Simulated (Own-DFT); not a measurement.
# Point defects and the pressure they add: 4H SiC

Calculated, not measured: single-point runs of Own-DFT, a retired in-house plane-wave DFT program that no person has reviewed, on unrelaxed cells, without spin or spin-orbit coupling.

Common settings: PBE; PseudoDojo norm-conserving scalar-relativistic files; cutoff 42 hartree; 4 x 4 x 3 k mesh centred on Gamma; Fermi-Dirac smearing of 0.1 eV.

Limits (not all hold for every row): some atoms lie very close together; not probed for a lower state with spin; forces on such cells failed a check on a denser k mesh; forces on such cells passed a denser k mesh, each cell not checked; stress not checked against mesh or cutoff.

All runs share one cell, with vectors in Å (9.248, 0.000, 0.000); (-4.624, 8.009, 0.000); (0.000, 0.000, 10.068) and a volume of 745.7 Å³. u is the rms random offset of the atoms per axis. The defect's site can differ from row to row.

```
                                     cell     formula   u (Å)  P (GPa)
                                no defect     C36Si36  0.0297     3.71
                                no defect     C36Si36  0.0297     3.79
                                no defect     C36Si36  0.0547     5.66
one Al on a Si site and one N on a C site  AlC35NSi35  0.0493     5.09
one Al on a Si site and one N on a C site  AlC35NSi35  0.0508     5.22
one Al on a Si site and one N on a C site  AlC35NSi35  0.0526     5.37
                   two N on a C site each   C34N2Si36  0.0313     2.84
                   two N on a C site each   C34N2Si36  0.0516     4.45
                   two N on a C site each   C34N2Si36  0.0520     4.02
                            one C vacancy     C35Si36  0.0300     3.33
                            one C vacancy     C35Si36  0.0312        ?
                            one C vacancy     C35Si36  0.0516     5.45
                            one C vacancy     C35Si36  0.0546     5.17
one C on a Si site and one Si on a C site     C36Si36  0.0280     7.15
one C on a Si site and one Si on a C site     C36Si36  0.0307     7.21
one C on a Si site and one Si on a C site     C36Si36  0.0504     9.18
```

## What the rows give

P = P0 + c u² + a shift for each defect gives P0 = 2.86 GPa, c = 964 ± 73 GPa/Å² and a scatter of 0.22 GPa. The shifts, and each times the cell's volume:

- one C on a Si site and one Si on a C site: 3.62 ± 0.18 GPa, 16.8 eV
- one Al on a Si site and one N on a C site: -0.13 ± 0.20 GPa, -0.6 eV (not resolved)
- one C vacancy: -0.31 ± 0.19 GPa, -1.5 eV (not resolved)
- two N on a C site each: -1.13 ± 0.19 GPa, -5.2 eV (-2.6 eV for each of its 2 sites)

A positive shift means that the defect pushes the cell outwards. Shift times volume (160.2 GPa Å³ is 1 eV) depends little on the cell's size, so, taken for each site, it can be compared between cells at like pressure. The atoms around the defects weren't relaxed, which would change these numbers.

## The run left out

Question: what pressure belongs in the blank (one C vacancy, u = 0.0312 Å)?

The fit gives 3.48 ± 0.27 GPa. The hidden result is 3.71 GPa.
